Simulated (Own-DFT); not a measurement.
# How strain changes the stress of wurtzite GaN, 96 atoms (Ga48N48)

These are calculations, not measurements. The program, named Own-DFT, is a retired in-house plane-wave density functional code that no person has reviewed. Each row is one single-point run on a periodic cell that was not relaxed, without spin or spin-orbit coupling.

Settings of every run: PBE; PseudoDojo norm-conserving scalar-relativistic files; cutoff 42 hartree; 3 x 4 x 3 k mesh centred on Gamma; Fermi-Dirac smearing of 0.1 eV.

Known limits: forces on such cells passed a denser k mesh, each cell not checked; stress not checked against mesh or cutoff.

Unstrained cell vectors in Å: (12.756, 0.000, 0.000); (-4.783, 8.285, 0.000); (0.000, 0.000, 10.370). The unstrained cell has measured lattice constants (interpolated for alloys), not those of this functional. That, the random moves and any unrelaxed bonds set the pressure at no strain. Each run strains this cell uniformly, with the atoms carried along. Every atom was also moved at random, by a Gaussian of width 0.05 Å on each axis. Strain is the symmetric tensor, in per cent. Stress is positive in tension, and the pressure is minus a third of its trace.

```
run,e_xx (%),e_yy (%),e_zz (%),e_yz (%),e_xz (%),e_xy (%),s_xx (GPa),s_yy (GPa),s_zz (GPa),s_yz (GPa),s_xz (GPa),s_xy (GPa),P (GPa),E (meV/atom)
1,1.90,-1.72,0.98,0.11,-0.80,0.12,-1.72,-11.74,-1.96,-0.23,-1.00,-0.34,5.14,0.0
2,0.13,-0.66,1.26,1.32,-0.17,-1.15,-6.83,-8.92,-3.60,2.51,0.22,-3.11,6.45,11.7
3,-1.55,1.24,-0.83,-0.88,-1.79,-1.33,-13.04,-4.30,-13.34,-1.70,-4.21,-3.98,10.23,24.6
4,0.08,-1.35,0.46,-0.39,-0.87,-0.92,-8.91,-13.44,-7.00,-0.68,-1.72,-3.89,9.78,29.4
5,0.70,0.39,-0.96,-1.45,-1.18,0.11,-4.57,-5.52,-11.69,-2.85,-2.24,2.09,7.26,3.9
6,0.34,1.23,1.63,-1.84,1.81,-0.13,-2.31,-2.34,-0.03,-4.03,3.06,-0.82,1.56,7.9
7,-1.58,-1.45,-0.63,1.48,-0.34,0.71,-16.86,-17.79,-12.45,3.46,-1.23,2.86,15.70,40.9
8,1.72,-0.46,-0.24,-1.74,0.17,-1.91,-1.44,-7.21,-9.23,-4.13,0.18,-4.81,5.96,20.1
9,1.77,-1.03,-1.01,1.07,-0.16,-0.30,-2.62,-10.27,-12.60,3.12,0.08,-1.22,8.50,27.3
10,-1.58,-1.95,-1.51,-1.77,0.65,-0.44,-19.92,-17.90,-19.40,-3.89,0.86,-2.56,19.08,58.3
11,1.46,1.58,-1.69,0.37,0.18,-1.58,-1.12,-1.70,-12.61,0.94,0.29,-3.07,5.14,6.1
12,-1.44,1.31,-0.82,1.64,-0.66,0.27,-11.75,-4.83,-12.46,4.21,-1.02,0.25,9.68,22.6
13,-0.83,0.99,1.39,1.49,1.10,-0.92,-8.93,-3.97,-1.63,2.85,2.47,-2.45,4.84,12.0
14,0.35,0.14,-0.79,-0.04,-1.14,-1.87,-5.49,-6.98,-12.01,-0.72,-2.61,-5.32,8.16,15.6
15,0.86,-0.64,1.05,-1.53,0.19,1.97,-4.52,-6.95,-4.25,-3.27,1.26,5.80,5.24,9.5
16,1.66,-1.02,0.23,-0.35,0.95,1.68,-2.07,-9.86,-5.43,-0.27,2.05,4.44,5.79,7.9
17,0.61,-0.26,-0.87,-0.69,-0.68,-1.15,?,?,?,?,?,?,?,?
```

E is the free energy for each atom above the lowest run shown.

## Worked fit

Each stress component was fitted by least squares to a constant and the strains of the runs shown, as fractions, with shears doubled. Shear strains stay in the fit of a normal stress only where such slopes are resolved. The slopes, in GPa:

```
stress,at no strain,per e_xx,per e_yy,per e_zz,scatter
s_xx,-7.6,423 ± 12,170 ± 13,93 ± 15,0.61
s_yy,-7.8,127 ± 19,400 ± 20,67 ± 22,0.94
s_zz,-8.4,103 ± 20,73 ± 21,460 ± 23,0.96
```

Each shear stress against twice its own strain: yz 111 ± 4, xz 94 ± 6, xy 147 ± 11 GPa. These are stiffnesses along x, y and z of the frame in which the cell vectors are given, which need not be the crystal's axes. The atoms are held to the strained lattice; where symmetry lets them move under strain, relaxing them would lower some slopes. The table should be nearly symmetric about its diagonal, and what it lacks of that shows the noise. A ninth of its sum, 213 ± 4 GPa, estimates the bulk modulus near the mean pressure of these runs, 8.0 GPa, so it lies above the value at zero pressure.

## Withheld run

Question: what normal stresses and pressure should run 17 give?

The fit gives s_xx = -6.3, s_yy = -8.6, s_zz = -12.0 and P = 9.0 GPa. The calculation gave -6.42, -8.76, -10.83 and P = 8.67 GPa.
